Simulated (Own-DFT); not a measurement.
# Misfit strain and the stress it brings: wurtzite AlGaN with randomly placed atoms, 96 atoms (Al12Ga36N48)

Calculated, not measured: single-point runs of Own-DFT, a retired in-house plane-wave DFT program that no person has reviewed, on unrelaxed cells, without spin or spin-orbit coupling.

All runs used: PBE; PseudoDojo norm-conserving scalar-relativistic files (stringent for Ga); cutoff 96 hartree; 3 x 4 x 3 k mesh centred on Gamma; Gaussian smearing of 0.01 eV.

Known weak points: k mesh not checked against a denser one; stress not checked against mesh or cutoff.

Unstrained cell vectors in Å: (12.679, 0.000, 0.000); (-4.755, 8.235, 0.000); (0.000, 0.000, 10.268). The unstrained cell has measured lattice constants (interpolated for alloys), not those of this functional. That, the random moves and any unrelaxed bonds set the pressure at no strain. Each run strains x and y alike by e, as a substrate would, and holds the height along z. Random moves of width 0.05 Å per axis were added to every atom. The random placing of the alloy's atoms differs from row to row. Stress is positive in tension.

```
e (%)  u (Å)  (s_xx + s_yy)/2 (GPa)  s_zz (GPa)
-2.50  0.046                 -22.24      -11.93
-1.50  0.047                      ?           ?
-0.75  0.050                 -11.94       -7.08
-0.25  0.047                  -8.68       -7.00
 1.00  0.051                  -1.24       -6.74
 1.25  0.050                  -0.78       -4.29
 2.25  0.052                   3.89       -5.07
 2.50  0.053                   4.47       -3.11
 2.75  0.051                   5.92       -2.91
 3.00  0.051                   6.31       -2.07
```

## Working it out

With e as a fraction, the in-plane stress is -7.1 + 544 e - 2841 e² GPa (errors 10 and 533, scatter 0.45), and s_zz is -7.2 + 155 e GPa (slope ± 19, scatter 1.00). At e = 0 the first slope is C11 + C12 and the second 2 C13, both with the ions held to the strained lattice and at the cell's own pressure. The term in e² is negative: the layer stiffens under compression and softens under tension. A free layer would change its height as e changes, and the in-plane slope would drop by 2 C13²/C33 to the biaxial modulus. At fixed height, a misfit of 1 % moves the in-plane stress by about 5.4 GPa and s_zz by 1.5 GPa.

## Withheld run

Q: what are the two stresses at e = -1.50 %?

The fit gives -15.9 and -9.5 GPa. The hidden result is -14.98 and -10.83 GPa.
